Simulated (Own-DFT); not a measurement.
## Calculated data, Al$_{3}$GaN$_{4}$ (wurtzite random alloy, strained, atoms displaced)

Computed with Own-DFT development build. A calculation, not a measurement: plane-wave PBE density functional theory by an unreviewed code, no spin, of a simulated periodic cell, stress positive in tension, free energy of the whole cell less one offset for each atom, forces on such cells passed a denser k mesh, this cell's mesh not checked; offsets are fitted by least squares, one for each functional and potential file, so energies compare only between cells with the same atoms and settings and are not formation energies; the far tail of each file's local potential was reset to the Coulomb form; each entry is a single point on an unrelaxed cell, so the pressure reflects the starting lattice, mostly measured values, from which strain is counted, and rises with the displacements; printed positions are rounded, which can move forces by about a meV/angstrom; the program is a retired in-house code; no spin-orbit coupling.

Common to all runs: functional PBE; potential files PseudoDojo norm-conserving, scalar-relativistic, standard set with the stringent files for Ga; wave cutoff 96 hartree; occupations Gaussian; smearing width 0.01 eV; k mesh 4 x 4 x 3 centred on Gamma.

(1) 
```cif
# cell vector a (Å): 9.5112 0.0000 0.0000
# cell vector b (Å): -4.7556 8.2369 0.0000
# cell vector c (Å): 0.0000 0.0000 10.0655
data_Al3GaN4
_symmetry_space_group_name_H-M 'P 1'
_symmetry_Int_Tables_number 1
_cell_length_a 9.5112
_cell_length_b 9.5112
_cell_length_c 10.0655
_cell_angle_alpha 90.000
_cell_angle_beta 90.000
_cell_angle_gamma 120.000
_cell_volume 788.56
loop_
_atom_site_label
_atom_site_type_symbol
_atom_site_fract_x
_atom_site_fract_y
_atom_site_fract_z
_atom_site_occupancy
Al1 Al 0.10334 0.22476 0.00601 1
Al2 Al 0.22546 0.12104 0.26298 1
N1 N 0.11104 0.22247 0.18758 1
N2 N 0.21662 0.11067 0.43959 1
Ga1 Ga 0.10607 0.21827 0.50949 1
Al3 Al 0.22593 0.10503 0.75496 1
N3 N 0.11071 0.22602 0.68728 1
N4 N 0.22059 0.11724 0.94065 1
Al4 Al 0.10819 0.54816 0.00756 1
Al5 Al 0.21977 0.43640 0.25147 1
N5 N 0.11928 0.55657 0.19468 1
N6 N 0.22442 0.43020 0.44242 1
Al6 Al 0.11644 0.56190 0.49989 1
Al7 Al 0.20874 0.44422 0.75641 1
N7 N 0.10625 0.55248 0.68449 1
N8 N 0.21262 0.44064 0.94022 1
Al8 Al 0.11077 0.89149 0.00741 1
Al9 Al 0.21809 0.76715 0.24187 1
N9 N 0.11313 0.88448 0.17760 1
N10 N 0.22694 0.78202 0.43836 1
Ga2 Ga 0.10884 0.88616 0.49205 1
Ga3 Ga 0.22868 0.77432 0.75421 1
N11 N 0.12151 0.88717 0.69170 1
N12 N 0.23135 0.78136 0.93969 1
Ga4 Ga 0.44444 0.21572 0.99305 1
Ga5 Ga 0.56738 0.12199 0.25003 1
N13 N 0.44399 0.23105 0.19146 1
N14 N 0.54629 0.09777 0.43565 1
Ga6 Ga 0.43092 0.21982 0.49937 1
Al10 Al 0.56042 0.11177 0.74238 1
N15 N 0.44335 0.22087 0.70038 1
N16 N 0.55254 0.10335 0.93783 1
Ga7 Ga 0.45228 0.55813 0.99264 1
Al11 Al 0.55064 0.43769 0.25093 1
N17 N 0.44035 0.55641 0.19583 1
N18 N 0.55953 0.44238 0.44183 1
Ga8 Ga 0.45552 0.55997 0.49066 1
Ga9 Ga 0.55492 0.43922 0.75175 1
N19 N 0.44031 0.56005 0.68531 1
N20 N 0.54926 0.44394 0.94392 1
Al12 Al 0.44021 0.88537 0.00506 1
Al13 Al 0.56075 0.78035 0.24949 1
N21 N 0.43834 0.88261 0.19401 1
N22 N 0.56868 0.78311 0.43622 1
Al14 Al 0.44538 0.89252 0.50233 1
Al15 Al 0.55341 0.77561 0.74818 1
N23 N 0.44836 0.89309 0.69335 1
N24 N 0.55921 0.77580 0.94358 1
Al16 Al 0.77827 0.22070 0.99465 1
Al17 Al 0.89318 0.10671 0.24872 1
N25 N 0.78785 0.21750 0.19155 1
N26 N 0.87344 0.09983 0.43967 1
Al18 Al 0.78126 0.21628 0.49992 1
Al19 Al 0.89075 0.10617 0.75138 1
N27 N 0.77295 0.22738 0.68124 1
N28 N 0.88713 0.11444 0.94248 1
Al20 Al 0.76967 0.54546 0.98778 1
Al21 Al 0.89472 0.43821 0.24325 1
N29 N 0.77426 0.55442 0.19846 1
N30 N 0.89275 0.44584 0.44390 1
Al22 Al 0.76939 0.56241 0.50303 1
Al23 Al 0.89349 0.44025 0.75250 1
N31 N 0.78392 0.55114 0.69489 1
N32 N 0.88138 0.44386 0.93729 1
Al24 Al 0.78571 0.88989 0.99787 1
Al25 Al 0.89100 0.78704 0.25087 1
N33 N 0.78181 0.89046 0.19277 1
N34 N 0.88878 0.77930 0.43896 1
Al26 Al 0.78043 0.89532 0.49337 1
Al27 Al 0.88583 0.77873 0.75339 1
N35 N 0.78955 0.90086 0.68817 1
N36 N 0.89263 0.77584 0.94591 1
_calc_free_energy_of_cell_above_offsets '-23.206'  # eV
_calc_pressure 1.17  # GPa
_calc_stress_xx 1.77  # GPa
_calc_stress_yy -0.59  # GPa
_calc_stress_zz -4.68  # GPa
_calc_stress_yz -0.25  # GPa
_calc_stress_xz 0.12  # GPa
_calc_stress_xy -0.17  # GPa
```

Force:
```tsv
element	x (eV/Å)	y (eV/Å)	z (eV/Å)
Al	1.499	-0.262	-1.394
Al	0.585	-0.93	-3.579
N	0.051	-0.522	1.235
N	-0.436	-0.466	0.435
Ga	-0.689	-0.097	-1.907
Al	-1.094	0.234	-0.362
N	0.269	-0.718	3.593
N	-0.897	-1.054	0.25
Al	-0.322	1.388	-1.004
Al	0.484	0.974	0.52
N	-0.66	-1.821	-0.841
N	-1.397	2.065	-1.151
Al	-0.16	-1.081	-0.858
Al	1.68	-0.015	-1.686
N	0.529	-0.232	1.115
N	-0.054	0.003	0.407
Al	0.667	0.16	-3.632
Al	-0.102	2.197	1.311
N	-0.485	0.611	4.849
N	0.701	-1.053	-0.554
Ga	0.624	-0.327	1.576
Ga	-0.747	-0.035	-0.725
N	-2.012	0.428	0.08
N	-1.317	-1.222	1.99
Ga	-0.806	0.269	1.106
Ga	-1.098	-1.313	-0.491
N	0.035	-1.599	0.167
N	0.474	1.993	1.67
Ga	2.284	0.162	0.874
Al	-0.599	-0.008	0.871
N	0.117	-1.162	-1.093
N	1.233	0.328	-0.17
Ga	-2.166	-0.243	2.003
Al	0.354	2.16	-0.171
N	0.683	-0.279	-0.056
N	-0.021	-0.28	-0.544
Ga	-1.387	-0.358	0.832
Ga	-0.697	1.266	-0.645
N	0.055	-0.321	1.368
N	2.118	-0.722	-0.734
Al	1.089	0.175	-0.075
Al	-0.759	-0.36	-0.434
N	0.902	0.413	-0.752
N	-1.459	0.29	0.385
Al	0.376	-1.218	-0.569
Al	0.473	0.551	0.115
N	1.187	-0.15	-1.019
N	-0.07	1.791	-0.961
Al	-0.956	-0.244	0.732
Al	-0.471	0.196	0.482
N	-0.193	0.866	-1.342
N	1.39	1.696	-1.028
Al	-1.796	1.495	-0.995
Al	-0.541	1.661	-0.231
N	1.544	-0.821	1.923
N	0.61	-0.667	-0.557
Al	-0.284	1.599	2.339
Al	-1.52	1.096	1.871
N	0.758	-0.158	-1.382
N	-0.182	-0.307	-0.776
Al	2.771	-0.984	-0.25
Al	-0.862	0.37	-1.557
N	-0.894	1.279	-0.2
N	1.679	-0.737	0.822
Al	-0.816	-0.341	0.573
Al	1.163	-2.002	-0.821
N	-0.274	0.2	-0.913
N	-1.084	-0.017	0.002
Al	0.649	-1.528	1.276
Al	1.47	-0.049	-0.462
N	-0.58	-2.144	0.066
N	-0.615	-0.066	-0.916
```

(2) 
```cif
# cell vector a (Å): 9.5112 0.0000 0.0000
# cell vector b (Å): -4.7556 8.2369 0.0000
# cell vector c (Å): 0.0000 0.0000 10.0655
data_Al3GaN4
_symmetry_space_group_name_H-M 'P 1'
_symmetry_Int_Tables_number 1
_cell_length_a 9.5112
_cell_length_b 9.5112
_cell_length_c 10.0655
_cell_angle_alpha 90.000
_cell_angle_beta 90.000
_cell_angle_gamma 120.000
_cell_volume 788.56
loop_
_atom_site_label
_atom_site_type_symbol
_atom_site_fract_x
_atom_site_fract_y
_atom_site_fract_z
_atom_site_occupancy
Ga1 Ga 0.11247 0.22268 0.00178 1
Ga2 Ga 0.22390 0.11276 0.25206 1
N1 N 0.10250 0.21871 0.19212 1
N2 N 0.22583 0.11926 0.44243 1
Al1 Al 0.10938 0.22593 0.49350 1
Al2 Al 0.22358 0.11617 0.74602 1
N3 N 0.10687 0.22841 0.69288 1
N4 N 0.21577 0.10509 0.94181 1
Al3 Al 0.10643 0.56032 0.00342 1
Al4 Al 0.22259 0.44728 0.25318 1
N5 N 0.10407 0.54994 0.18493 1
N6 N 0.22115 0.43496 0.44340 1
Ga3 Ga 0.11227 0.55800 0.49812 1
Al5 Al 0.21677 0.44406 0.75428 1
N7 N 0.10754 0.55412 0.69907 1
N8 N 0.22452 0.44624 0.93710 1
Al6 Al 0.11608 0.89494 0.00534 1
Al7 Al 0.22781 0.77672 0.24435 1
N9 N 0.10320 0.89325 0.19538 1
N10 N 0.21819 0.77657 0.43960 1
Al8 Al 0.10915 0.89220 0.50197 1
Ga4 Ga 0.22434 0.77544 0.74647 1
N11 N 0.10663 0.89821 0.69552 1
N12 N 0.22367 0.78225 0.94352 1
Al9 Al 0.43706 0.21880 0.99495 1
Ga5 Ga 0.56168 0.10985 0.24347 1
N13 N 0.43820 0.21797 0.18505 1
N14 N 0.55224 0.11060 0.44209 1
Al10 Al 0.44530 0.23186 0.50621 1
Al11 Al 0.55356 0.10644 0.74728 1
N15 N 0.44194 0.21532 0.69346 1
N16 N 0.55399 0.10924 0.93284 1
Al12 Al 0.44126 0.55336 0.00538 1
Ga6 Ga 0.54186 0.44071 0.24679 1
N17 N 0.44711 0.55427 0.18615 1
N18 N 0.54157 0.43450 0.43800 1
Al13 Al 0.44380 0.55850 0.50155 1
Al14 Al 0.55196 0.45240 0.75747 1
N19 N 0.44574 0.55010 0.69687 1
N20 N 0.56631 0.44139 0.94669 1
Al15 Al 0.43900 0.89165 0.99813 1
Al16 Al 0.54854 0.76570 0.24487 1
N21 N 0.44311 0.89031 0.19906 1
N22 N 0.55820 0.77414 0.44343 1
Al17 Al 0.44152 0.88521 0.50155 1
Ga7 Ga 0.55141 0.77550 0.74458 1
N23 N 0.45042 0.88674 0.68290 1
N24 N 0.54863 0.77541 0.93541 1
Al18 Al 0.77739 0.22221 0.99690 1
Ga8 Ga 0.88249 0.09329 0.24803 1
N25 N 0.77829 0.22768 0.19381 1
N26 N 0.89719 0.11198 0.44473 1
Al19 Al 0.77936 0.22160 0.49815 1
Al20 Al 0.88075 0.10470 0.74208 1
N27 N 0.77853 0.22444 0.68585 1
N28 N 0.89506 0.10857 0.94189 1
Al21 Al 0.77859 0.55957 0.00584 1
Al22 Al 0.89615 0.44738 0.25375 1
N29 N 0.77312 0.55182 0.18169 1
N30 N 0.89263 0.44420 0.43506 1
Al23 Al 0.78008 0.55427 0.50551 1
Al24 Al 0.88319 0.43714 0.74407 1
N31 N 0.77179 0.56077 0.69180 1
N32 N 0.88318 0.43664 0.93762 1
Al25 Al 0.77646 0.89361 0.99746 1
Al26 Al 0.88555 0.77197 0.25322 1
N33 N 0.77702 0.89548 0.18161 1
N34 N 0.88467 0.77692 0.43814 1
Al27 Al 0.78044 0.89060 0.50071 1
Ga9 Ga 0.87924 0.78177 0.75597 1
N35 N 0.77598 0.88735 0.68653 1
N36 N 0.89147 0.77995 0.94886 1
_calc_free_energy_of_cell_above_offsets '-24.158'  # eV
_calc_pressure 0.78  # GPa
_calc_stress_xx 2.53  # GPa
_calc_stress_yy -0.82  # GPa
_calc_stress_zz -4.04  # GPa
_calc_stress_yz 0.23  # GPa
_calc_stress_xz -0.39  # GPa
_calc_stress_xy -1.03  # GPa
```

Force:
```tsv
element	x (eV/Å)	y (eV/Å)	z (eV/Å)
Ga	-0.101	0.221	-0.243
Ga	-0.464	0.071	0.124
N	0.929	1.767	0.657
N	-0.134	-0.849	1.21
Al	1.174	-1.078	1.755
Al	-0.87	-0.038	0.7
N	0.503	-0.658	-0.735
N	1.157	0.796	-0.906
Al	0.396	-1.061	-1.981
Al	-0.299	-1.248	-0.648
N	1.341	1.215	1.423
N	-0.017	2.465	-1.05
Ga	0.354	-0.493	0.826
Al	0.576	-0.233	-0.559
N	0.008	-0.617	-1.065
N	-0.309	0.904	1.408
Al	-0.956	-0.732	-0.273
Al	-2.096	0.177	0.898
N	1.539	-1.747	-0.526
N	0.335	0.959	-0.298
Al	-0.02	0.316	-0.168
Ga	-1.158	1.062	0.532
N	0.945	-0.699	-1.262
N	-0.379	-0.409	0.662
Al	0.785	0.158	0.1
Ga	-1.425	1.068	1.527
N	0.639	0.098	-0.738
N	0.382	0.119	0.73
Al	0.501	-2.048	-0.502
Al	-0.007	0.516	-0.514
N	-0.151	1.26	0.207
N	0.048	-0.226	1.078
Al	0.493	0.082	-2.401
Ga	2.817	-1.069	0.417
N	-2.759	0.515	0.537
N	0.917	2.267	0.967
Al	0.651	-1.066	0.479
Al	2.006	-1.646	0.223
N	-1.993	-0.01	-1.501
N	-2.408	0.252	-0.657
Al	1.234	-0.072	0.17
Al	0.46	2.24	0.841
N	0.851	-1.906	-1.98
N	-0.683	0.236	-0.882
Al	0.099	0.78	-1.76
Ga	0.772	-0.446	0.706
N	-1.469	0.853	0.564
N	0.328	0.308	1.864
Al	0.319	-0.284	0.404
Ga	-0.764	3.466	1.042
N	1.239	0.209	-1.187
N	-1.691	-0.752	0.026
Al	-0.435	-0.436	-0.735
Al	0.906	1.232	1.105
N	-0.273	-0.944	0.13
N	-2.377	-0.084	-1.375
Al	0.875	-0.465	-2.031
Al	-1.794	-0.719	-1.493
N	0.799	0.624	3.181
N	-1.174	-0.247	1.469
Al	-1.021	0.054	-1.1
Al	-0.561	1.223	1.399
N	0.837	-1.477	-0.275
N	0.201	1.273	0.026
Al	0.288	-0.784	-0.437
Al	-0.459	0.117	-1.25
N	-0.337	-4.422	0.609
N	0.443	-0.281	0.733
Al	-0.047	-0.313	-0.517
Ga	1.901	-0.354	0.46
N	-0.962	1.014	-0.248
N	-0.456	-0.002	0.11
```
